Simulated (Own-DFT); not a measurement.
Simulation results for SiC (4H silicon carbide, strained, atoms displaced)

All values are calculated (Own-DFT development build). A calculation, not a measurement: plane-wave PBE density functional theory by an unreviewed code, no spin, of a simulated periodic cell, stress positive in tension, free energy of the whole cell less one offset for each atom, forces on such cells passed a denser k mesh, this cell's mesh not checked; offsets are fitted by least squares, one for each functional and potential file, so energies compare only between cells with the same atoms and settings and are not formation energies; the far tail of each file's local potential was reset to the Coulomb form; each entry is a single point on an unrelaxed cell, so the pressure reflects the starting lattice, mostly measured values (interpolated for alloys), from which strain is counted, and rises with the displacements; printed positions are rounded, which can move forces by about a meV/angstrom; the program, named Own-DFT, is a retired in-house code; no spin-orbit coupling.

Settings shared by all entries: functional PBE; potential files PseudoDojo norm-conserving, scalar-relativistic, standard set; wave cutoff 42 hartree; occupations Fermi-Dirac; smearing width 0.1 eV; hardware one NVIDIA H100; k mesh 5 x 5 x 3 centred on Gamma.

(1) SiC (4H silicon carbide, strained, atoms displaced)

```
CELL_PARAMETERS angstrom
6.14150 -0.05200 0.09090
-3.11580 5.27590 -0.08680
0.14840 -0.07800 10.14650
ATOMIC_POSITIONS crystal
Si 0.99252 0.97927 0.40784
Si 0.17264 0.33330 0.15375
C 0.99700 0.99800 0.09237
C 0.17929 0.34624 0.33565
Si 0.00904 0.50368 0.39988
Si 0.16695 0.84235 0.15342
C 0.98771 0.49893 0.09521
C 0.15388 0.82682 0.33875
Si 0.52192 0.99866 0.39876
Si 0.66929 0.33509 0.15773
C 0.50665 0.00729 0.09393
C 0.68085 0.33481 0.34139
Si 0.50735 0.50615 0.40559
Si 0.67696 0.82988 0.15072
C 0.49031 0.49287 0.08662
C 0.66341 0.84023 0.34730
Si 0.00731 0.00354 0.90531
Si 0.83641 0.66759 0.64934
C 0.98820 0.98896 0.59288
C 0.82682 0.66455 0.84758
Si 0.00251 0.50304 0.90316
Si 0.84443 0.16394 0.65313
C 0.99023 0.48428 0.59268
C 0.83683 0.16880 0.83416
Si 0.50252 0.99818 0.89963
Si 0.33810 0.67861 0.65863
C 0.50566 0.00480 0.59400
C 0.32227 0.64460 0.85118
Si 0.49707 0.50868 0.91056
Si 0.34422 0.17153 0.64863
C 0.50082 0.51172 0.59529
C 0.33850 0.15359 0.84750
```

- free energy of cell above offsets: -2.478 eV
- pressure: 8.69 GPa
- stress xx: -11.34 GPa
- stress yy: -13.47 GPa
- stress zz: -1.26 GPa
- stress yz: -1.63 GPa
- stress xz: 6.69 GPa
- stress xy: -2.77 GPa
- wall time: 121.8 s

Force:
```tsv
element	x (eV/Å)	y (eV/Å)	z (eV/Å)
Si	-0.46	2.875	-0.516
Si	-2.154	0.304	0.103
C	1.065	0.829	-0.553
C	0.513	-1.703	1.569
Si	0.283	-0.601	0.937
Si	0.714	-1.05	-0.151
C	2.276	0.688	-1.216
C	2.073	1.069	0.342
Si	-5.473	1.872	2.027
Si	-0.932	-0.188	-0.553
C	0.383	-1.22	-0.632
C	-1.542	0.028	0.475
Si	-0.243	-0.971	0.066
Si	-2.759	0.004	0.958
C	1.528	0.832	1.976
C	4.151	-2.535	-2.477
Si	-0.796	-0.372	-0.512
Si	-0.118	-1.437	2.249
C	2.352	1.175	-0.999
C	0.814	0.439	-1.34
Si	-2.349	-1.166	1.338
Si	-1.671	-0.068	0.395
C	0.876	2.404	-0.984
C	0.718	-0.564	1.599
Si	0.663	-0.317	1.549
Si	-0.62	-1.538	0.082
C	0.46	-0.207	-1.231
C	0.415	2.919	-2.129
Si	1.779	-2.234	-1.506
Si	-1.216	-0.115	1.686
C	0.416	-0.879	-0.924
C	-1.145	1.729	-1.628
```

(2) SiC (4H silicon carbide, strained, atoms displaced)

```
CELL_PARAMETERS angstrom
6.18210 0.00360 -0.00460
-3.08790 5.32420 0.00890
-0.00740 0.01250 9.98640
ATOMIC_POSITIONS crystal
Si 0.00647 0.00743 0.40855
Si 0.16742 0.33516 0.15720
C 0.98948 0.00225 0.09295
C 0.17608 0.34272 0.34653
Si 0.00022 0.50024 0.40213
Si 0.18241 0.84308 0.13819
C 0.97932 0.49080 0.09469
C 0.16737 0.83279 0.34104
Si 0.49091 0.99281 0.41724
Si 0.66149 0.32895 0.15442
C 0.49049 0.99088 0.09634
C 0.65380 0.33606 0.34351
Si 0.48439 0.48949 0.40813
Si 0.67005 0.82679 0.16139
C 0.50463 0.49572 0.10169
C 0.64767 0.81685 0.35291
Si 0.98974 0.98635 0.90677
Si 0.83549 0.68215 0.65612
C 0.00522 0.99511 0.60044
C 0.83759 0.67347 0.84617
Si 0.99284 0.50518 0.91482
Si 0.83378 0.17294 0.65938
C 0.99351 0.49454 0.59088
C 0.82955 0.17594 0.83981
Si 0.50909 0.99234 0.90615
Si 0.34347 0.68733 0.65497
C 0.50167 0.98975 0.59526
C 0.33614 0.66461 0.85183
Si 0.48285 0.49290 0.91074
Si 0.33215 0.15725 0.65507
C 0.49556 0.50309 0.59591
C 0.33691 0.18067 0.83521
```

- free energy of cell above offsets: -2.411 eV
- pressure: 7.28 GPa
- stress xx: -3.16 GPa
- stress yy: -8.51 GPa
- stress zz: -10.16 GPa
- stress yz: 1.03 GPa
- stress xz: 0.11 GPa
- stress xy: -0.99 GPa
- wall time: 117.5 s

Force:
```tsv
element	x (eV/Å)	y (eV/Å)	z (eV/Å)
Si	-0.553	-1.646	-0.332
Si	-0.384	-0.106	0.191
C	1.522	0.163	0.033
C	-2.26	-1.891	-0.955
Si	-1.299	0.181	0.344
Si	-3.958	-2.131	3.962
C	2.325	1.152	0.542
C	-0.389	0.471	-0.196
Si	0.23	0.586	-3.566
Si	-0.392	-1.03	1.811
C	3.492	1.66	-1.703
C	1.788	-1.236	0.545
Si	2.009	1.361	1.072
Si	-1.279	0.131	0.91
C	-1.661	0.135	-1.755
C	1.201	2.377	-0.936
Si	-0.066	3.157	-0.861
Si	0.423	-3.422	0.214
C	-1.117	2.08	-1.652
C	-0.979	-1.59	-0.124
Si	0.741	-0.635	-2.479
Si	0.92	-0.117	-1.001
C	0.121	1.584	0.522
C	1.046	-0.585	1.858
Si	-1.785	1.472	-0.095
Si	-0.407	-5.2	1.497
C	-0.549	3.222	0.662
C	-1.651	0.343	-1.06
Si	2.218	0.442	-0.326
Si	-0.101	1.876	-0.047
C	0.429	-0.346	0.03
C	0.362	-2.457	2.895
```

(3) SiC (4H silicon carbide, strained, atoms displaced)

```
CELL_PARAMETERS angstrom
6.08050 -0.03390 0.05350
-3.06960 5.32240 -0.03580
0.08740 -0.01700 10.01900
ATOMIC_POSITIONS crystal
Si 0.99039 0.99411 0.40606
Si 0.17634 0.32739 0.16623
C 0.02546 0.00905 0.09575
C 0.15153 0.33689 0.34264
Si 0.02080 0.50555 0.40770
Si 0.18189 0.83132 0.15589
C 0.01290 0.51271 0.09007
C 0.17507 0.83973 0.33654
Si 0.51437 0.01350 0.41421
Si 0.67809 0.31561 0.17118
C 0.49259 0.00880 0.09205
C 0.69383 0.34563 0.33333
Si 0.48846 0.50288 0.39760
Si 0.66955 0.82942 0.15205
C 0.49087 0.49744 0.09013
C 0.66996 0.83277 0.34757
Si 0.00325 0.00258 0.90205
Si 0.83165 0.64578 0.65378
C 0.98549 0.98223 0.59621
C 0.82422 0.66552 0.83537
Si 0.00977 0.50989 0.90653
Si 0.83063 0.17989 0.65270
C 0.97854 0.48511 0.59396
C 0.83372 0.15960 0.83967
Si 0.49890 0.00062 0.91000
Si 0.33068 0.67449 0.65806
C 0.50677 0.00732 0.58066
C 0.33879 0.66202 0.84485
Si 0.50034 0.48388 0.90969
Si 0.32461 0.15285 0.65298
C 0.50656 0.50867 0.59685
C 0.32043 0.14797 0.84680
```

- free energy of cell above offsets: -0.474 eV
- pressure: 12.73 GPa
- stress xx: -13 GPa
- stress yy: -8.78 GPa
- stress zz: -16.39 GPa
- stress yz: -1.43 GPa
- stress xz: 4.65 GPa
- stress xy: -3.2 GPa
- wall time: 117.9 s

Force:
```tsv
element	x (eV/Å)	y (eV/Å)	z (eV/Å)
Si	1.801	0.06	0.569
Si	-1.697	0.936	-3.594
C	-2.061	-1.441	-0.543
C	3.5	-1.988	1.053
Si	-3.828	2.077	-0.055
Si	-2.314	-0.319	-0.138
C	0.05	-2.32	1.167
C	0.479	0.303	2.789
Si	-0.69	-0.413	-6.093
Si	-0.929	2.358	-7.742
C	3.667	-0.344	0.316
C	-1.789	-0.415	7.349
Si	2.306	-0.489	1.915
Si	0.245	0.695	0.137
C	2.237	0.182	1.927
C	-1.48	0.039	-1.611
Si	-1.49	-1.506	1.162
Si	-3.076	2.669	0.68
C	0.388	1.34	-1.074
C	1.679	-0.443	2.105
Si	-1.007	-1.219	-0.447
Si	1.68	-4.054	1.591
C	3.551	2.332	-1.805
C	-0.97	1.514	0.656
Si	0.727	-0.51	-1.075
Si	1.227	-0.76	-0.198
C	-0.934	-0.738	5.506
C	-0.081	0.758	-0.146
Si	-0.89	0.594	-1.313
Si	-0.704	1.585	0.403
C	-1.645	-2.067	-1.709
C	2.049	1.586	-1.781
```

(4) SiC (4H silicon carbide, strained, atoms displaced)

```
CELL_PARAMETERS angstrom
6.28010 -0.04600 -0.08110
-3.17990 5.37160 0.13860
-0.13240 0.18500 10.09260
ATOMIC_POSITIONS crystal
Si 0.00295 0.00761 0.39431
Si 0.17997 0.33476 0.15815
C 0.99551 0.00549 0.09680
C 0.14654 0.33324 0.34172
Si 0.00791 0.49096 0.40611
Si 0.17448 0.82973 0.15528
C 0.99925 0.49919 0.10221
C 0.16418 0.84204 0.34347
Si 0.50191 0.00504 0.40055
Si 0.65367 0.32701 0.15353
C 0.50353 0.99984 0.09624
C 0.67153 0.34031 0.34484
Si 0.49455 0.50099 0.41260
Si 0.66710 0.82421 0.15806
C 0.48790 0.50126 0.09622
C 0.66639 0.83433 0.33972
Si 0.00665 0.00209 0.90214
Si 0.82402 0.65847 0.65668
C 0.00076 0.99670 0.59649
C 0.84453 0.67183 0.84285
Si 0.00224 0.50578 0.90519
Si 0.84105 0.17182 0.65863
C 0.99291 0.49826 0.60392
C 0.83589 0.16421 0.84570
Si 0.50602 0.00026 0.91130
Si 0.34356 0.68561 0.64377
C 0.49430 0.99866 0.58334
C 0.32579 0.66901 0.84665
Si 0.50224 0.50622 0.90482
Si 0.32546 0.17365 0.65509
C 0.49622 0.49384 0.59840
C 0.33452 0.15285 0.83535
```

- free energy of cell above offsets: -2.863 eV
- pressure: -0.03 GPa
- stress xx: 5.63 GPa
- stress yy: -3.14 GPa
- stress zz: -2.39 GPa
- stress yz: 6.53 GPa
- stress xz: -3.45 GPa
- stress xy: -3.04 GPa
- wall time: 116.9 s

Force:
```tsv
element	x (eV/Å)	y (eV/Å)	z (eV/Å)
Si	-0.176	-1.691	2.401
Si	-3.416	-0.673	-0.407
C	1.765	-0.693	-0.893
C	3.497	0.518	0.186
Si	-3.504	2.068	0.957
Si	-1.665	0.229	0.338
C	-0.044	-0.324	-1.746
C	1.171	-0.715	-0.186
Si	-0.132	-0.102	-0.149
Si	1.329	1.118	1.057
C	-0.086	-0.209	-0.225
C	-0.858	0.06	-0.183
Si	0.878	-0.31	-1.376
Si	-0.441	1.216	-0.555
C	2.427	-0.044	-1.195
C	-0.536	-0.253	1.247
Si	-0.105	0.076	0.895
Si	0.979	1.023	0.052
C	-1.182	0.323	-1.429
C	-1.699	-0.514	0.583
Si	0.332	-1.019	1.098
Si	-0.636	-1.66	-0.376
C	1.038	0.767	-2.329
C	-0.288	0.353	0.121
Si	-0.176	-0.392	-1.237
Si	-0.758	-2.366	2.916
C	0.542	2.341	1.031
C	1.778	0.427	-0.979
Si	-0.217	-0.672	-0.533
Si	1.404	-2.435	-0.482
C	-0.93	1.816	-1.009
C	-0.292	1.738	2.409
```

(5) SiC (4H silicon carbide, strained, atoms displaced)

```
CELL_PARAMETERS angstrom
6.13780 0.12310 -0.09510
-2.96230 5.28360 0.01620
-0.15530 -0.05920 10.17140
ATOMIC_POSITIONS crystal
Si 0.01355 0.01073 0.41182
Si 0.17687 0.32544 0.15294
C 0.01718 0.00788 0.09207
C 0.16349 0.32870 0.34877
Si 0.00306 0.50582 0.41224
Si 0.17595 0.84688 0.16304
C 0.99523 0.50116 0.09356
C 0.16757 0.83502 0.34383
Si 0.50580 0.00614 0.40254
Si 0.67261 0.34425 0.15816
C 0.50797 0.01393 0.09638
C 0.68002 0.35691 0.34405
Si 0.48448 0.49643 0.40682
Si 0.66151 0.82019 0.15678
C 0.50189 0.50030 0.09610
C 0.67246 0.83358 0.34279
Si 0.98369 0.98796 0.90377
Si 0.84665 0.66546 0.65461
C 0.01633 0.00146 0.59498
C 0.84266 0.66197 0.84698
Si 0.98899 0.49679 0.90046
Si 0.82389 0.16362 0.66580
C 0.99623 0.47452 0.58961
C 0.81666 0.15242 0.84531
Si 0.50266 0.00758 0.90911
Si 0.32085 0.66461 0.65217
C 0.49840 0.00156 0.59805
C 0.31863 0.67155 0.84367
Si 0.50304 0.50230 0.90710
Si 0.33734 0.17029 0.65331
C 0.49690 0.49241 0.59717
C 0.32555 0.16854 0.83758
```

* free energy of cell above offsets: -2.947 eV
* pressure: 3.31 GPa
* stress xx: -5.91 GPa
* stress yy: -4.37 GPa
* stress zz: 0.36 GPa
* stress yz: -1.41 GPa
* stress xz: -5.65 GPa
* stress xy: 8.17 GPa
* wall time: 113.2 s

Force:
```tsv
element	x (eV/Å)	y (eV/Å)	z (eV/Å)
Si	-1.078	-1.571	-0.609
Si	-2.371	1.601	0.857
C	-1.948	-1.494	-0.526
C	-0.233	0.65	-1.373
Si	-0.088	-0.462	-2.039
Si	0.93	-1.824	-1.764
C	1.176	0.354	-0.067
C	0.724	0.382	1.226
Si	0.314	0.605	0.58
Si	1.635	-0.45	0.381
C	0.154	-1.126	0.059
C	-0.568	-1.821	0.356
Si	1.994	1.193	0.617
Si	0.363	2.715	0.346
C	-0.559	-0.098	-1.241
C	-0.354	0.075	0.742
Si	2.453	1.401	0.789
Si	-1.359	-0.246	-0.051
C	-1.988	-0.814	0.395
C	-3.836	0.773	-1.874
Si	3.3	-1.079	2.9
Si	1.224	-1.44	-1.96
C	-0.985	1.757	1.541
C	0.164	1.272	0.21
Si	-1.896	-1.023	-0.08
Si	1.707	0.061	1.295
C	0.685	-0.638	-1.624
C	1.344	-0.362	-0.024
Si	-1.094	-0.427	-0.882
Si	-0.044	-0.018	1.256
C	0.215	1.876	-0.839
C	0.015	0.179	1.399
```

(6) SiC (4H silicon carbide, strained, atoms displaced)

```
CELL_PARAMETERS angstrom
6.21210 -0.09250 -0.06760
-3.18620 5.47720 0.06950
-0.11040 0.06740 10.13940
ATOMIC_POSITIONS crystal
Si 0.00375 0.99867 0.40423
Si 0.15305 0.32899 0.15189
C 0.98797 0.99219 0.08852
C 0.16206 0.33559 0.34126
Si 0.00277 0.50669 0.39663
Si 0.15905 0.83858 0.16348
C 0.00496 0.51468 0.10013
C 0.18156 0.84040 0.34221
Si 0.50678 0.00636 0.40573
Si 0.66368 0.32447 0.16031
C 0.49692 0.00255 0.08786
C 0.66033 0.32441 0.34640
Si 0.50436 0.50666 0.40598
Si 0.68132 0.82360 0.15317
C 0.48728 0.50458 0.09614
C 0.67325 0.83927 0.35360
Si 0.01273 0.00815 0.90425
Si 0.84364 0.68192 0.64996
C 0.00169 0.99369 0.59253
C 0.82821 0.67395 0.84198
Si 0.02949 0.50925 0.89729
Si 0.84434 0.16848 0.64958
C 0.01617 0.51075 0.59541
C 0.85593 0.16873 0.84147
Si 0.50233 0.00079 0.91131
Si 0.35221 0.65865 0.66636
C 0.49894 0.00083 0.59521
C 0.33118 0.66450 0.84738
Si 0.48679 0.49522 0.91584
Si 0.33584 0.15951 0.65255
C 0.48379 0.47855 0.59690
C 0.32068 0.16005 0.84171
```

* free energy of cell above offsets: -2.220 eV
* pressure: -1.23 GPa
* stress xx: 0.47 GPa
* stress yy: 3.62 GPa
* stress zz: -0.42 GPa
* stress yz: 3.24 GPa
* stress xz: -2.19 GPa
* stress xy: -7.26 GPa
* wall time: 130.1 s

Force:
```tsv
element	x (eV/Å)	y (eV/Å)	z (eV/Å)
Si	0.611	1.094	0.637
Si	-0.068	0.481	1.053
C	1.843	1.544	0.643
C	0.605	-0.374	-0.042
Si	0.839	-0.514	2.117
Si	1.523	0.04	-2.43
C	-0.275	-1.195	-1.226
C	-1.722	-0.111	0.662
Si	0.499	-0.951	1.267
Si	-0.442	0.698	-1.443
C	0.489	-0.349	2.623
C	-0.302	1.761	-0.372
Si	-0.719	-1.202	0.52
Si	-3.83	0.618	1.265
C	1.516	-1.499	0.583
C	-0.131	-0.681	-2.03
Si	-1.46	-2.518	-0.209
Si	0.177	-3.215	1.804
C	-0.305	1.543	-1.275
C	0.945	-0.613	0.355
Si	-6.02	-1.972	2.053
Si	-0.547	0.645	0.852
C	-0.469	-0.388	-0.937
C	-2.099	0.548	0.161
Si	0.363	0.819	-2.249
Si	-1.963	0.762	-2.1
C	1.407	-0.682	-0.119
C	3.39	2.344	-0.414
Si	2.052	0.181	-2.245
Si	-0.182	-0.364	1.306
C	1.464	2.249	-1.123
C	2.812	1.302	0.313
```

(7) SiC (4H silicon carbide, strained, atoms displaced)

```
CELL_PARAMETERS angstrom
6.24130 -0.12290 -0.10930
-3.22710 5.42390 -0.00760
-0.17850 -0.11750 9.99830
ATOMIC_POSITIONS crystal
Si 0.99237 0.98770 0.40705
Si 0.17946 0.33431 0.16369
C 0.00476 0.01206 0.09028
C 0.16513 0.32340 0.33530
Si 0.00754 0.51449 0.40118
Si 0.16668 0.82103 0.15552
C 0.00223 0.50438 0.08870
C 0.15994 0.82646 0.33793
Si 0.50427 0.99698 0.41038
Si 0.67376 0.32929 0.15271
C 0.48977 0.97818 0.10197
C 0.66033 0.33689 0.34128
Si 0.48540 0.50394 0.40643
Si 0.65947 0.82672 0.15933
C 0.50598 0.51308 0.10047
C 0.67794 0.84544 0.35094
Si 0.01224 0.00184 0.90853
Si 0.83902 0.67225 0.65864
C 0.01042 0.99696 0.59862
C 0.81265 0.65797 0.84735
Si 0.99892 0.51073 0.90873
Si 0.83770 0.15430 0.65391
C 0.99485 0.48559 0.59436
C 0.83502 0.16689 0.84064
Si 0.50901 0.00658 0.90048
Si 0.33412 0.67270 0.65354
C 0.49825 0.98363 0.59472
C 0.33190 0.67276 0.83921
Si 0.49919 0.49268 0.90048
Si 0.32397 0.15789 0.65750
C 0.49177 0.49984 0.59761
C 0.31347 0.16215 0.84148
```

- free energy of cell above offsets: -1.984 eV
- pressure: 3.95 GPa
- stress xx: 1.06 GPa
- stress yy: -2.67 GPa
- stress zz: -10.24 GPa
- stress yz: -3.43 GPa
- stress xz: -5.05 GPa
- stress xy: -10.88 GPa
- wall time: 121.7 s

Force:
```tsv
element	x (eV/Å)	y (eV/Å)	z (eV/Å)
Si	2.286	1.637	0.093
Si	-0.915	0.066	-4.047
C	0.532	-1.419	1.451
C	-1.683	0.269	3.955
Si	-0.556	-2.855	0.838
Si	-1.747	1.66	-0.584
C	0.506	-1.558	1.455
C	0.358	1.234	1.548
Si	-0.761	1.293	-1.378
Si	-1.361	-0.084	0.684
C	0.362	2.362	-2.083
C	0.359	-0.186	0.947
Si	2.503	-0.278	0.4
Si	1.445	2.105	-0.116
C	1.035	-2.685	-1.886
C	-2.42	-1.934	-0.972
Si	-3.436	-0.929	0.208
Si	-0.172	-2.127	-0.233
C	-2.105	-0.976	-1.798
C	2.859	1.436	-0.764
Si	0.897	-0.932	-2.029
Si	-0.547	0.997	0.524
C	-0.496	1.16	-0.843
C	0.502	0.514	0.746
Si	-0.539	-1.028	1.148
Si	0.121	-2.373	0.886
C	-0.967	2.162	-0.366
C	0.134	-0.397	0.97
Si	-2.887	0.836	1.835
Si	2.642	1.881	-0.204
C	0.647	-0.253	-0.661
C	3.404	0.404	0.276
```

(8) SiC (4H silicon carbide, strained, atoms displaced)

```
CELL_PARAMETERS angstrom
6.18810 0.09870 0.07550
-3.00850 5.39680 0.01190
0.12320 0.09360 10.17280
ATOMIC_POSITIONS crystal
Si 0.01684 0.99587 0.40619
Si 0.16487 0.32450 0.15861
C 0.99003 0.99661 0.09162
C 0.17801 0.32801 0.34953
Si 0.98672 0.50039 0.40727
Si 0.16809 0.84005 0.15010
C 0.00926 0.50627 0.08835
C 0.16645 0.81965 0.33931
Si 0.51154 0.98594 0.41021
Si 0.65930 0.33527 0.15847
C 0.50160 0.00027 0.09144
C 0.66461 0.33378 0.34584
Si 0.49918 0.50896 0.40594
Si 0.66590 0.83337 0.15863
C 0.51103 0.49808 0.09211
C 0.66863 0.83320 0.33731
Si 0.00276 0.00897 0.90638
Si 0.82308 0.67056 0.65587
C 0.98741 0.97826 0.59271
C 0.82783 0.67612 0.83319
Si 0.99400 0.49942 0.90953
Si 0.83280 0.16088 0.65246
C 0.00312 0.50951 0.59275
C 0.83127 0.16886 0.84965
Si 0.52546 0.02470 0.90292
Si 0.31572 0.65593 0.65387
C 0.49520 0.98564 0.60180
C 0.33069 0.66623 0.84586
Si 0.50559 0.49791 0.90546
Si 0.33984 0.16804 0.65576
C 0.51496 0.50974 0.58859
C 0.32524 0.15262 0.83994
```

* free energy of cell above offsets: -2.957 eV
* pressure: -2.19 GPa
* stress xx: -0.4 GPa
* stress yy: 6.5 GPa
* stress zz: 0.47 GPa
* stress yz: 3.47 GPa
* stress xz: 3.84 GPa
* stress xy: 5.1 GPa
* wall time: 119.2 s

Force:
```tsv
element	x (eV/Å)	y (eV/Å)	z (eV/Å)
Si	-1.212	-0.068	-0.165
Si	0.003	1.043	-0.487
C	0.758	0.572	0.32
C	-1.649	0.161	-0.681
Si	1.551	-0.761	-0.505
Si	0.682	-1.061	0.268
C	-0.812	-0.57	1.943
C	0.626	0.908	0.343
Si	-2.546	1.525	-0.225
Si	2.428	-0.731	-0.007
C	-0.245	0.769	0.18
C	0.198	-0.711	0.17
Si	1.016	-0.904	-0.251
Si	-0.377	-0.405	-1.68
C	-1.968	0.468	0.065
C	1.654	-0.159	1.418
Si	-0.007	-1.348	-0.41
Si	1.279	-1.171	-0.242
C	0.74	3.142	-0.595
C	0.764	-0.442	2.834
Si	0.598	1.189	-1.593
Si	-0.286	0.478	0.757
C	-0.847	-1.788	-0.183
C	1.864	1.711	-2.092
Si	-2.805	-3.908	1.003
Si	1.741	0.464	1.683
C	0.343	0.995	-1.675
C	0.184	0.015	-0.259
Si	-1.368	0.268	-0.624
Si	-0.759	-0.273	-0.58
C	-1.93	-1.431	0.58
C	0.381	2.021	0.692
```
